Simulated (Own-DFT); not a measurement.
# One host, several defects: zincblende GaAs

Source: density functional calculations with Own-DFT, an unreviewed in-house program that is no longer used. Nothing was measured or relaxed, and spin and spin-orbit coupling are left out.

Common settings: PBE; PseudoDojo norm-conserving scalar-relativistic files; cutoff 42 hartree; 3 x 3 x 3 k mesh centred on Gamma; Fermi-Dirac smearing of 0.1 eV.

Keep in mind (not all hold for every row): not probed for a lower state with spin; forces not confirmed at this smearing and k mesh; stress not checked against mesh or cutoff.

All runs share one cell, with vectors in Å (10.862, 0.000, 0.000); (0.000, 10.862, 0.000); (0.000, 0.000, 11.796) and a volume of 1391.7 Å³, strained against the parent crystal. Atoms were moved at random from their sites; u is the rms move along one axis. The defect's site can differ from row to row.

```
cell,formula,u (Å),P (GPa)
no defect,As32Ga32,0.0272,6.67
no defect,As32Ga32,0.0277,6.63
no defect,As32Ga32,0.0469,6.92
one P on an As site,As31Ga32P,0.0307,6.43
one P on an As site,As31Ga32P,0.0482,6.81
one P on an As site,As31Ga32P,0.0491,6.66
one As vacancy and one Ga vacancy,As31Ga31,0.0296,6.00
one As vacancy and one Ga vacancy,As31Ga31,0.0325,5.80
one As vacancy and one Ga vacancy,As31Ga31,0.0513,6.29
one In on a Ga site,As32Ga31In,0.0274,7.34
one In on a Ga site,As32Ga31In,0.0300,7.38
one In on a Ga site,As32Ga31In,0.0311,?
one In on a Ga site,As32Ga31In,0.0320,7.43
one Al on a Ga site,AlAs32Ga31,0.0314,6.67
one Al on a Ga site,AlAs32Ga31,0.0318,6.70
one Al on a Ga site,AlAs32Ga31,0.0504,6.95
```

## Worked fit

P = P0 + c u² + a shift for each defect gives P0 = 6.49 GPa, c = 200 ± 29 GPa/Å² and a scatter of 0.07 GPa. The shifts, and each times the cell's volume:

- one In on a Ga site: 0.71 ± 0.06 GPa, 6.2 eV
- one Al on a Ga site: -0.02 ± 0.06 GPa, -0.2 eV (not resolved)
- one P on an As site: -0.24 ± 0.06 GPa, -2.1 eV
- one As vacancy and one Ga vacancy: -0.76 ± 0.06 GPa, -6.6 eV

Against the defect-free cell, a freed cell would be larger where the shift is positive and smaller where it is negative (160.2 GPa Å³ is 1 eV). The atoms around the defects weren't relaxed, which would change these numbers.

## Withheld run

Q: what pressure belongs in the blank (one In on a Ga site, u = 0.0311 Å)?

The fitted form gives 7.40 ± 0.08 GPa. The hidden result is 7.40 GPa.
